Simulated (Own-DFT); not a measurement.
# Misfit strain and the stress it brings: wurtzite AlGaN with randomly placed atoms, 72 atoms (Al27Ga9N36)

The numbers are computed, not measured, by runs of the plane-wave DFT program Own-DFT (in-house, retired, unreviewed) at fixed positions, with no spin and no spin-orbit coupling.

All runs used: PBE; PseudoDojo norm-conserving scalar-relativistic files (stringent for Ga); cutoff 96 hartree; 4 x 4 x 3 k mesh centred on Gamma; Gaussian smearing of 0.01 eV.

Keep in mind: forces on such cells passed a denser k mesh, each cell not checked; stress not checked against mesh or cutoff.

Unstrained cell vectors in Å: (9.394, 0.000, 0.000); (-4.697, 8.135, 0.000); (0.000, 0.000, 10.066). The unstrained cell has measured lattice constants (interpolated for alloys), not those of this functional. That, the random moves and any unrelaxed bonds set the pressure at no strain. Each run strains x and y alike by e, as a substrate would, and holds the height along z. Random moves of width 0.05 Å per axis were added to every atom. The random placing of the alloy's atoms differs from row to row. Stress is positive in tension.

| e (%) | u (Å) | (s_xx + s_yy)/2 (GPa) | s_zz (GPa) |
|---|---|---|---|
| -2.75 | 0.051 | -25.17 | -9.52 |
| -2.50 | 0.049 | -23.46 | -9.47 |
| -1.75 | 0.045 | -15.68 | -10.34 |
| -1.25 | 0.050 | -14.00 | -9.59 |
| -0.75 | 0.051 | -11.10 | -6.93 |
| -0.50 | 0.046 | -8.82 | -8.51 |
| 0.75 | 0.051 | -1.72 | -6.77 |
| 1.75 | 0.050 | ? | ? |
| 2.00 | 0.046 | 4.78 | -3.87 |
| 3.00 | 0.048 | 8.75 | -2.17 |

## Analysis

With e as a fraction, the in-plane stress is -5.8 + 595 e - 3712 e² GPa (errors 14 and 831, scatter 0.77), and s_zz is -6.9 + 135 e GPa (slope ± 18, scatter 1.01). At e = 0 the first slope is C11 + C12 and the second 2 C13, both with the ions held to the strained lattice and at the cell's own pressure. The term in e² is negative: the layer stiffens under compression and softens under tension. A free layer would change its height as e changes, and the in-plane slope would drop by 2 C13²/C33 to the biaxial modulus. At fixed height, a misfit of 1 % moves the in-plane stress by about 5.9 GPa and s_zz by 1.3 GPa.

## Prediction

Question: what are the two stresses at e = 1.75 %?

Estimate: 3.5 and -4.5 GPa. DFT gave 3.55 and -6.23 GPa.
